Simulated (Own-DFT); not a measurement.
## Calculated data, Si₃N₄ (beta silicon nitride, strained, atoms displaced), GaN (wurtzite, strained, atoms displaced), GaP (zincblende, strained, atoms displaced)

All values are calculated (Own-DFT development build). A calculation, not a measurement: plane-wave PBE density functional theory by an unreviewed code, no spin, of a simulated periodic cell, stress positive in tension, free energy of the whole cell less one offset for each atom, forces on such cells passed a denser k mesh, this cell's mesh not checked; offsets are fitted by least squares, one for each functional and potential file, so energies compare only between cells with the same atoms and settings and are not formation energies; the far tail of each file's local potential was reset to the Coulomb form; each entry is a single point on an unrelaxed cell, so the pressure reflects the starting lattice, mostly measured values (interpolated for alloys), from which strain is counted, and rises with the displacements; printed positions are rounded, which can move forces by about a meV/angstrom; the program, named Own-DFT, is a retired in-house code; no spin-orbit coupling.

Settings shared by all entries: functional PBE.

```yaml
- entry: 1
  formula: Si3N4
  kind: "beta silicon nitride, strained, atoms displaced"
  structure:
    cell_angstrom:
      - [7.5697, -0.0494, 0.1015]
      - [-3.8276, 6.6221, 0.0235]
      - [0.1165, 0.0984, 8.6551]
    atoms_fractional:
      - [Si, 0.17558, 0.77613, 0.08509]
      - [Si, 0.22968, 0.4056, 0.0824]
      - [Si, 0.5973, 0.82574, 0.08681]
      - [Si, 0.83118, 0.2248, 0.24789]
      - [Si, 0.77297, 0.59844, 0.25363]
      - [Si, 0.40764, 0.1572, 0.25646]
      - ["N", 0.32242, 0.03087, 0.09053]
      - ["N", 0.96298, 0.29818, 0.08355]
      - ["N", 0.71309, 0.68351, 0.08095]
      - ["N", 0.66006, 0.97373, 0.25479]
      - ["N", 0.01426, 0.69146, 0.24595]
      - ["N", 0.30498, 0.34063, 0.25209]
      - ["N", 0.32173, 0.65684, 0.10076]
      - ["N", 0.66596, 0.32948, 0.24771]
      - [Si, 0.16031, 0.76296, 0.41392]
      - [Si, 0.22306, 0.40449, 0.4108]
      - [Si, 0.58058, 0.82187, 0.41418]
      - [Si, 0.82995, 0.24049, 0.57343]
      - [Si, 0.76517, 0.58813, 0.58151]
      - [Si, 0.40616, 0.18027, 0.58312]
      - ["N", 0.32983, 0.02604, 0.42018]
      - ["N", 0.97304, 0.29557, 0.41736]
      - ["N", 0.69957, 0.67301, 0.41553]
      - ["N", 0.67057, 0.96733, 0.59431]
      - ["N", 0.03559, 0.71261, 0.57489]
      - ["N", 0.30677, 0.33801, 0.59194]
      - ["N", 0.33238, 0.67329, 0.41256]
      - ["N", 0.66353, 0.32956, 0.59062]
      - [Si, 0.18092, 0.76755, 0.76283]
      - [Si, 0.24199, 0.40041, 0.74181]
      - [Si, 0.58963, 0.81853, 0.7497]
      - [Si, 0.83671, 0.23706, 0.91774]
      - [Si, 0.76585, 0.59174, 0.92453]
      - [Si, 0.3972, 0.16291, 0.92168]
      - ["N", 0.31867, 0.02637, 0.73911]
      - ["N", 0.9804, 0.32142, 0.74868]
      - ["N", 0.70484, 0.67124, 0.74595]
      - ["N", 0.66428, 0.96878, 0.91924]
      - ["N", 0.02716, 0.68842, 0.92109]
      - ["N", 0.29379, 0.33927, 0.92589]
      - ["N", 0.34927, 0.67605, 0.74862]
      - ["N", 0.66682, 0.34182, 0.91565]
  settings:
    potential_files: "PseudoDojo norm-conserving, scalar-relativistic, standard set"
    "wave_cutoff [hartree]": 42.0
    occupations: Fermi-Dirac
    "smearing_width [eV]": 0.1
    k_mesh: "3 x 3 x 3 centred on Gamma"
  results:
    "free_energy_of_cell_above_offsets [eV]": "-2.165"
    "pressure [GPa]": 11.95
    "stress_xx [GPa]": -11.56
    "stress_yy [GPa]": -7.54
    "stress_zz [GPa]": -16.75
    "stress_yz [GPa]": 4.06
    "stress_xz [GPa]": 9.89
    "stress_xy [GPa]": -5.59
    force_element: [Si, Si, Si, Si, Si, Si, "N", "N", "N", "N", "N", "N", "N", "N", Si, Si, Si, Si, Si, Si, "N", "N", "N", "N", "N", "N", "N", "N", Si, Si, Si, Si, Si, Si, "N", "N", "N", "N", "N", "N", "N", "N"]
    "force_x [eV/angstrom]": [0.557, -1.218, -1.452, -2.731, -4.131, -1.215, -0.006, 2.089, -0.582, 0.591, 4.541, 1.671, 0.42, 0.743, 2.347, 3.009, 2.53, -0.969, 0.275, 0.171, -0.456, -1.05, -0.58, 0.022, -1.834, 2.099, -2.137, 0.446, -0.005, -4.365, 3.825, -2.662, -0.435, 0.011, -0.034, 0.054, 0.012, 0.199, 0.521, 3.528, -4.177, 0.377]
    "force_y [eV/angstrom]": [-2.879, 0.636, -0.43, 1.012, -2.908, 4.236, -0.983, 0.613, 0.025, -0.791, 2.391, -2.139, 2.882, 0.559, 1.047, 2.481, 1.218, -2.625, 1.602, -1.07, -0.354, -0.324, -0.043, 2.368, -2.202, -1.684, -2.796, 0.768, -0.781, 3.653, 2.524, -0.766, 0.592, 3.188, 0.333, -0.789, -0.248, 0.826, 0.945, -2.789, -4.081, -3.218]
    "force_z [eV/angstrom]": [-0.056, 3.185, 0.042, 1.34, -1.137, -0.692, -0.656, -0.504, 2.235, -1.321, 1.19, -0.994, -1.136, 0.566, -1.81, 1.547, 3.07, 5.226, 0.272, -1.055, 0.671, -2.628, 0.515, -4.089, 4.577, -6.981, 0.285, -1.016, -4.206, 6.711, 1.691, -1.335, -3.057, -2.306, 4.22, -1.375, 1.961, -0.37, 1.004, -4.267, 0.325, 0.357]
- entry: 2
  formula: GaN
  kind: "wurtzite, strained, atoms displaced"
  structure:
    cell_angstrom: [[12.756, 0.0, 0.0], [-4.7835, 8.2853, 0.0], [0.0, 0.0, 10.4996]]
    atoms_fractional:
      - [Ga, 0.07952, 0.21927, 0.00189]
      - [Ga, 0.16799, 0.12226, 0.2489]
      - ["N", 0.0758, 0.22019, 0.18547]
      - ["N", 0.16078, 0.10912, 0.44092]
      - [Ga, 0.08055, 0.22452, 0.5052]
      - [Ga, 0.16008, 0.11221, 0.75332]
      - ["N", 0.08515, 0.21819, 0.68688]
      - ["N", 0.16674, 0.11041, 0.94589]
      - [Ga, 0.07994, 0.54892, 0.0016]
      - [Ga, 0.1667, 0.44797, 0.24926]
      - ["N", 0.08121, 0.55247, 0.18261]
      - ["N", 0.15911, 0.44113, 0.43837]
      - [Ga, 0.0825, 0.5511, 0.49487]
      - [Ga, 0.17105, 0.44936, 0.75477]
      - ["N", 0.08973, 0.56113, 0.68688]
      - ["N", 0.16114, 0.45021, 0.93928]
      - [Ga, 0.07993, 0.88102, 0.00592]
      - [Ga, 0.16955, 0.7786, 0.24336]
      - ["N", 0.08708, 0.88296, 0.17889]
      - ["N", 0.15904, 0.77204, 0.4384]
      - [Ga, 0.07944, 0.88954, 0.50177]
      - [Ga, 0.16456, 0.77878, 0.75162]
      - ["N", 0.08203, 0.89291, 0.6835]
      - ["N", 0.16915, 0.78239, 0.9379]
      - [Ga, 0.32917, 0.22138, 0.01231]
      - [Ga, 0.41922, 0.11349, 0.24585]
      - ["N", 0.32603, 0.21495, 0.18108]
      - ["N", 0.41013, 0.09657, 0.43305]
      - [Ga, 0.33965, 0.22585, 0.49973]
      - [Ga, 0.42, 0.1142, 0.7509]
      - ["N", 0.33926, 0.22814, 0.68927]
      - ["N", 0.41587, 0.11395, 0.94256]
      - [Ga, 0.33934, 0.56081, 0.99944]
      - [Ga, 0.4213, 0.44755, 0.24975]
      - ["N", 0.32791, 0.5456, 0.18416]
      - ["N", 0.41682, 0.44831, 0.43792]
      - [Ga, 0.3337, 0.54784, 0.50009]
      - [Ga, 0.42325, 0.44033, 0.74892]
      - ["N", 0.32547, 0.55864, 0.68773]
      - ["N", 0.40931, 0.43255, 0.93763]
      - [Ga, 0.33585, 0.88895, 0.99978]
      - [Ga, 0.41781, 0.77708, 0.25732]
      - ["N", 0.33336, 0.89659, 0.18509]
      - ["N", 0.42082, 0.77808, 0.43929]
      - [Ga, 0.33313, 0.88592, 0.49312]
      - [Ga, 0.41983, 0.77627, 0.75333]
      - ["N", 0.33071, 0.89142, 0.69382]
      - ["N", 0.41934, 0.77793, 0.9401]
      - [Ga, 0.58438, 0.227, 0.0028]
      - [Ga, 0.66547, 0.11044, 0.25554]
      - ["N", 0.58655, 0.22758, 0.19609]
      - ["N", 0.66724, 0.10963, 0.44231]
      - [Ga, 0.58179, 0.22203, 0.49735]
      - [Ga, 0.67329, 0.11174, 0.75529]
      - ["N", 0.57939, 0.21588, 0.68341]
      - ["N", 0.67006, 0.11775, 0.94245]
      - [Ga, 0.58271, 0.55708, 0.99978]
      - [Ga, 0.66656, 0.44713, 0.2478]
      - ["N", 0.59, 0.56296, 0.19644]
      - ["N", 0.66765, 0.43606, 0.43457]
      - [Ga, 0.59309, 0.55948, 0.49606]
      - [Ga, 0.6648, 0.4476, 0.74986]
      - ["N", 0.59394, 0.5627, 0.68976]
      - ["N", 0.67323, 0.45856, 0.93504]
      - [Ga, 0.58205, 0.88447, 0.00041]
      - [Ga, 0.66338, 0.77471, 0.2451]
      - ["N", 0.57724, 0.87717, 0.19124]
      - ["N", 0.65989, 0.76136, 0.44045]
      - [Ga, 0.58192, 0.89005, 0.49314]
      - [Ga, 0.65929, 0.77403, 0.75095]
      - ["N", 0.58353, 0.88777, 0.69077]
      - ["N", 0.6589, 0.77751, 0.94545]
      - [Ga, 0.83535, 0.22914, 0.99583]
      - [Ga, 0.91386, 0.10158, 0.2531]
      - ["N", 0.82971, 0.21876, 0.19128]
      - ["N", 0.91505, 0.10508, 0.44193]
      - [Ga, 0.83175, 0.22573, 0.50955]
      - [Ga, 0.92241, 0.11699, 0.74649]
      - ["N", 0.83558, 0.23135, 0.69203]
      - ["N", 0.92837, 0.11647, 0.93167]
      - [Ga, 0.84424, 0.56941, 0.00783]
      - [Ga, 0.91503, 0.44182, 0.24608]
      - ["N", 0.83753, 0.55592, 0.18491]
      - ["N", 0.9187, 0.44946, 0.43515]
      - [Ga, 0.83411, 0.56355, 0.50282]
      - [Ga, 0.92054, 0.44612, 0.74614]
      - ["N", 0.83558, 0.55863, 0.69775]
      - ["N", 0.91507, 0.44855, 0.93617]
      - [Ga, 0.83296, 0.8888, 0.99344]
      - [Ga, 0.92462, 0.78242, 0.25507]
      - ["N", 0.83419, 0.88612, 0.19303]
      - ["N", 0.91307, 0.77277, 0.43805]
      - [Ga, 0.83794, 0.88988, 0.49286]
      - [Ga, 0.9076, 0.78367, 0.75154]
      - ["N", 0.83517, 0.88054, 0.69022]
      - ["N", 0.91422, 0.77826, 0.93649]
  settings:
    potential_files: "PseudoDojo norm-conserving, scalar-relativistic, standard set with the stringent files for Ga"
    "wave_cutoff [hartree]": 96.0
    occupations: Gaussian
    "smearing_width [eV]": 0.01
    k_mesh: "3 x 4 x 3 centred on Gamma"
  results:
    "free_energy_of_cell_above_offsets [eV]": "-5.646"
    "pressure [GPa]": 4.61
    "stress_xx [GPa]": -5.56
    "stress_yy [GPa]": -6.1
    "stress_zz [GPa]": -2.15
    "stress_yz [GPa]": 0.66
    "stress_xz [GPa]": 0.04
    "stress_xy [GPa]": 0.84
    force_element: [Ga, Ga, "N", "N", Ga, Ga, "N", "N", Ga, Ga, "N", "N", Ga, Ga, "N", "N", Ga, Ga, "N", "N", Ga, Ga, "N", "N", Ga, Ga, "N", "N", Ga, Ga, "N", "N", Ga, Ga, "N", "N", Ga, Ga, "N", "N", Ga, Ga, "N", "N", Ga, Ga, "N", "N", Ga, Ga, "N", "N", Ga, Ga, "N", "N", Ga, Ga, "N", "N", Ga, Ga, "N", "N", Ga, Ga, "N", "N", Ga, Ga, "N", "N", Ga, Ga, "N", "N", Ga, Ga, "N", "N", Ga, Ga, "N", "N", Ga, Ga, "N", "N", Ga, Ga, "N", "N", Ga, Ga, "N", "N"]
    "force_x [eV/angstrom]": [1.575, -0.451, 0.628, 0.759, 0.603, 2.319, -1.102, -0.553, -0.748, -0.474, 0.177, 1.895, -0.811, -1.27, -0.677, 2.354, 0.151, -0.304, -1.203, 0.845, 0.865, -0.126, -0.252, -0.151, 0.355, -0.69, 1.191, 0.174, -0.879, -0.598, -0.706, 0.581, -1.074, -0.687, 0.711, 1.384, -1.565, -1.143, 2.784, 0.642, -0.609, -1.049, 1.395, -1.071, -1.011, -1.488, 1.044, -0.232, -0.137, 0.397, -0.162, -0.038, -0.09, -1.593, 1.076, -0.228, 0.045, 1.348, -0.848, -0.38, -0.638, 1.818, -1.783, -0.126, -1.023, 0.936, -0.035, 0.151, 1.376, 1.291, 0.003, 1.856, 0.699, -0.711, 0.49, -0.758, 0.461, -0.405, 0.769, -2.89, -0.95, 0.329, -0.83, -0.727, 0.78, -0.079, -0.315, 0.441, -0.178, -0.188, -0.145, 0.399, -1.4, 4.398, -4.247, 0.331]
    "force_y [eV/angstrom]": [1.207, -1.404, 0.326, 0.811, -0.419, -0.712, 1.635, -0.235, 1.481, -0.917, 0.313, 0.005, 1.056, -0.644, -0.932, -1.025, 0.965, -0.489, 0.971, 0.693, -0.104, 0.465, -0.334, -0.83, -0.604, -0.115, 1.38, 2.285, -0.971, -0.739, -0.87, 0.18, -1.207, -0.531, 1.154, -0.811, 0.809, 0.872, -0.054, 1.619, 0.257, -0.527, -1.085, -0.963, -1.133, 0.499, -0.196, 0.144, 0.508, -0.246, -0.539, 0.216, -0.928, -0.058, 0.982, -0.945, -0.846, 0.302, -1.836, 1.039, -2.36, -1.075, -0.704, -0.975, 1.677, 1.263, 1.569, 3.784, -0.495, 0.956, 0.569, -0.093, -0.397, 1.145, -0.328, 1.148, 0.179, -0.904, -1.411, -1.142, -1.273, -0.118, 0.422, -0.87, -1.708, 1.721, -0.181, -0.076, 0.487, -0.619, -0.455, 0.824, -0.979, -1.943, 2.773, 0.668]
    "force_z [eV/angstrom]": [0.1, 0.577, 0.687, -0.813, -0.773, 0.639, 0.123, -0.911, -0.63, 0.018, 0.959, -0.66, 1.148, 0.058, -0.271, -0.197, -2.353, 1.036, 2.716, -0.855, -0.096, -0.193, 1.194, 0.245, -3.59, 0.359, 3.624, -0.174, 0.208, 0.522, -0.613, -0.124, -0.183, -0.064, 0.763, -0.351, 0.585, 0.254, -0.367, 0.055, -0.368, -1.255, 0.39, -0.009, 1.763, -0.547, -0.901, -0.247, -0.273, -0.461, -1.099, -0.297, 0.417, -0.31, 0.557, -0.256, 0.239, 0.356, -1.753, 0.254, 1.113, 0.366, -0.99, 1.104, 0.913, 1.428, -0.388, -1.164, 1.454, 0.227, -0.641, -1.237, 0.874, -0.007, -0.627, -0.079, -1.556, 0.102, -0.22, 0.012, -1.64, 0.731, 1.333, 0.455, 0.726, 0.837, -1.529, 0.007, 0.989, -0.998, -0.941, -0.388, 1.319, 0.93, -1.608, 0.247]
- entry: 3
  formula: GaP
  kind: "zincblende, strained, atoms displaced"
  structure:
    cell_angstrom: [[10.862, 0.0, 0.0], [0.0, 10.862, 0.0], [0.0, 0.0, 10.9361]]
    atoms_fractional:
      - [Ga, 0.00163, 0.99806, 0.99801]
      - [Ga, 0.0027, 0.25105, 0.25481]
      - [Ga, 0.25344, 0.99939, 0.25329]
      - [Ga, 0.24695, 0.25483, 0.99966]
      - [P, 0.1221, 0.12076, 0.12194]
      - [P, 0.12725, 0.36711, 0.38012]
      - [P, 0.37703, 0.13185, 0.37398]
      - [P, 0.36938, 0.3779, 0.12783]
      - [Ga, 0.00354, 0.00261, 0.50307]
      - [Ga, 0.99142, 0.24519, 0.75685]
      - [Ga, 0.2447, 0.99774, 0.75605]
      - [Ga, 0.24987, 0.25227, 0.50648]
      - [P, 0.11478, 0.12992, 0.626]
      - [P, 0.1201, 0.37928, 0.88195]
      - [P, 0.37348, 0.12319, 0.87872]
      - [P, 0.37118, 0.37488, 0.6277]
      - [Ga, 0.99389, 0.50497, 0.99538]
      - [Ga, 0.98863, 0.74533, 0.24831]
      - [Ga, 0.24955, 0.50593, 0.25676]
      - [Ga, 0.24749, 0.74877, 0.99569]
      - [P, 0.1215, 0.62321, 0.11472]
      - [P, 0.12505, 0.87088, 0.37881]
      - [P, 0.36939, 0.62023, 0.36983]
      - [P, 0.38388, 0.87903, 0.12097]
      - [Ga, 0.99726, 0.49344, 0.50136]
      - [Ga, 0.00022, 0.75717, 0.74681]
      - [Ga, 0.25357, 0.51099, 0.75024]
      - [Ga, 0.24594, 0.74639, 0.49235]
      - [P, 0.12422, 0.62442, 0.62541]
      - [P, 0.12523, 0.87786, 0.87384]
      - [P, 0.37303, 0.61716, 0.87602]
      - [P, 0.37308, 0.87403, 0.62465]
      - [Ga, 0.49716, 0.99518, 0.99228]
      - [Ga, 0.50266, 0.24205, 0.25175]
      - [Ga, 0.74865, 0.99595, 0.24761]
      - [Ga, 0.7486, 0.24889, 0.0047]
      - [P, 0.6312, 0.12999, 0.12223]
      - [P, 0.62892, 0.37092, 0.37419]
      - [P, 0.86623, 0.12226, 0.38439]
      - [P, 0.87707, 0.3697, 0.11716]
      - [Ga, 0.49457, 0.99826, 0.50479]
      - [Ga, 0.49873, 0.25186, 0.75898]
      - [Ga, 0.75124, 0.00806, 0.75179]
      - [Ga, 0.75505, 0.24808, 0.49886]
      - [P, 0.62149, 0.12096, 0.62013]
      - [P, 0.62385, 0.37437, 0.87623]
      - [P, 0.85994, 0.12716, 0.86763]
      - [P, 0.87849, 0.37328, 0.62068]
      - [Ga, 0.49616, 0.49413, 0.00042]
      - [Ga, 0.50213, 0.74809, 0.25124]
      - [Ga, 0.74194, 0.49454, 0.24984]
      - [Ga, 0.75818, 0.75103, 0.99723]
      - [P, 0.6219, 0.62438, 0.12865]
      - [P, 0.62435, 0.88617, 0.36677]
      - [P, 0.87258, 0.62286, 0.36745]
      - [P, 0.87889, 0.87082, 0.12357]
      - [Ga, 0.50577, 0.50295, 0.50382]
      - [Ga, 0.49732, 0.74995, 0.75606]
      - [Ga, 0.7552, 0.48507, 0.75474]
      - [Ga, 0.75079, 0.75801, 0.50399]
      - [P, 0.62778, 0.6185, 0.62457]
      - [P, 0.62497, 0.87646, 0.87363]
      - [P, 0.8669, 0.62187, 0.87634]
      - [P, 0.86854, 0.87773, 0.62851]
  settings:
    potential_files: "PseudoDojo norm-conserving, scalar-relativistic, standard set"
    "wave_cutoff [hartree]": 42.0
    occupations: Fermi-Dirac
    "smearing_width [eV]": 0.1
    k_mesh: "3 x 3 x 3 centred on Gamma"
  results:
    "pressure [GPa]": null
```

Question: What pressure does the calculation give for GaP (zincblende, strained, atoms displaced) (entry 3)?
Answer: 3.68 GPa

Further results for GaP (zincblende, strained, atoms displaced) (entry 3):

* free energy of cell above offsets: -33.041 eV
* stress xx: -3.83 GPa
* stress yy: -3.85 GPa
* stress zz: -3.35 GPa
* stress yz: -0.35 GPa
* stress xz: -0.11 GPa
* stress xy: -0.96 GPa

Force:
```
element  x (eV/Å)  y (eV/Å)  z (eV/Å)
     Ga    -0.738      0.44    -0.179
     Ga    -0.701    -0.748    -0.409
     Ga    -0.162    -0.063    -0.379
     Ga    -0.024    -0.379     0.368
      P     0.366     0.426     0.612
      P    -0.116      1.16    -0.395
      P    -0.697    -0.923     0.876
      P     0.459    -0.624      0.35
     Ga    -0.658    -0.562    -0.257
     Ga     0.716     1.004    -0.231
     Ga     0.519     0.893    -1.205
     Ga     0.103    -0.583    -0.067
      P     1.229    -0.353     0.642
      P     0.226    -0.239    -1.375
      P    -0.422      0.43    -0.307
      P     0.694     0.447     0.276
     Ga    -0.012      -0.5     0.415
     Ga     1.666     0.035    -0.118
     Ga    -1.338    -1.151     -1.36
     Ga     0.559     0.248     0.437
      P     0.113     0.367     1.389
      P    -0.701     0.554    -0.987
      P     1.535     1.076     1.265
      P    -1.207    -0.947     0.633
     Ga     0.531     0.941     -0.71
     Ga    -0.365    -0.776     0.203
     Ga    -1.026    -1.496    -0.358
     Ga     0.528    -0.169     0.926
      P    -0.379     0.222    -0.292
      P    -0.443    -0.732     0.269
      P     0.647     1.299     0.508
      P    -0.529    -0.485     0.248
     Ga     0.876     0.875     0.543
     Ga     0.146     1.133    -0.659
     Ga     0.763     0.937    -0.633
     Ga     0.115     0.489    -0.831
      P    -1.102    -1.432     0.248
      P     -0.75    -0.078     0.533
      P     1.473    -0.609     -1.61
      P     0.085     0.734     1.165
     Ga     0.111     0.231    -0.842
     Ga    -0.133    -0.589    -1.049
     Ga    -1.547    -1.258    -1.176
     Ga    -1.151     0.391     0.717
      P     0.166     0.983     0.799
      P       0.1    -0.251     0.537
      P     1.601      0.16     2.013
      P    -0.472    -0.556       0.9
     Ga     0.301     0.395     0.497
     Ga    -0.308     0.334    -0.015
     Ga     0.818     0.053    -0.676
     Ga    -1.427    -0.047      0.53
      P     0.352    -0.084    -0.975
      P    -0.718    -1.472     1.447
      P    -0.472    -0.414     1.339
      P    -0.432     0.894    -0.156
     Ga    -0.776    -0.842    -0.709
     Ga     0.255    -0.435    -0.658
     Ga    -0.375     0.869     -0.76
     Ga    -0.573    -0.752    -0.967
      P     0.391     0.987     0.855
      P     0.563    -0.267     -0.05
      P     0.854     0.388      -1.1
      P     0.892     0.421    -0.043
```
